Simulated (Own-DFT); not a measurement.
# Which defects push the lattice out? wurtzite GaN

No measurement is shown. These are fixed-geometry runs of a retired plane-wave code named Own-DFT, which no person has reviewed; spin and spin-orbit coupling are neglected.

Common settings: PBE; PseudoDojo norm-conserving scalar-relativistic files; cutoff 42 hartree; 4 x 4 x 3 k mesh centred on Gamma; Fermi-Dirac smearing of 0.1 eV.

Known weak points (not all hold for every row): not probed for a lower state with spin; forces not confirmed at this smearing and k mesh; stress not checked against mesh or cutoff.

All runs share one cell, with vectors in Å (9.567, 0.000, 0.000); (-4.784, 8.285, 0.000); (0.000, 0.000, 10.370) and a volume of 822.0 Å³. Atoms were moved at random from their sites; u is the rms move along one axis. The defect's site can differ from row to row.

```
cell,formula,u (Å),P (GPa)
no defect,Ga36N36,0.0211,5.94
no defect,Ga36N36,0.0500,7.70
no defect,Ga36N36,0.0501,7.59
one Ga on an N site,Ga37N35,0.0287,11.89
one Ga on an N site,Ga37N35,0.0300,12.04
one Ga on an N site,Ga37N35,0.0507,?
one Ga on an N site,Ga37N35,0.0509,13.42
one N on a Ga site,Ga35N37,0.0287,5.49
one N on a Ga site,Ga35N37,0.0304,5.35
one N on a Ga site,Ga35N37,0.0507,6.53
```

## Working it out

P = P0 + c u² + a shift for each defect gives P0 = 5.66 GPa, c = 782 ± 48 GPa/Å² and a scatter of 0.13 GPa. The shifts, and each times the cell's volume:

- one Ga on an N site: 5.67 ± 0.10 GPa, 29.1 eV
- one N on a Ga site: -0.99 ± 0.10 GPa, -5.1 eV

A positive shift means that the defect pushes the cell outwards. Shift times volume (160.2 GPa Å³ is 1 eV) depends little on the cell's size, so, taken for each site, it can be compared between cells at like pressure. The atoms around the defects weren't relaxed, which would change these numbers.

## The run left out

Asked: what pressure belongs in the blank (one Ga on an N site, u = 0.0507 Å)?

The fitted form gives 13.34 ± 0.15 GPa. DFT gave 13.02 GPa.
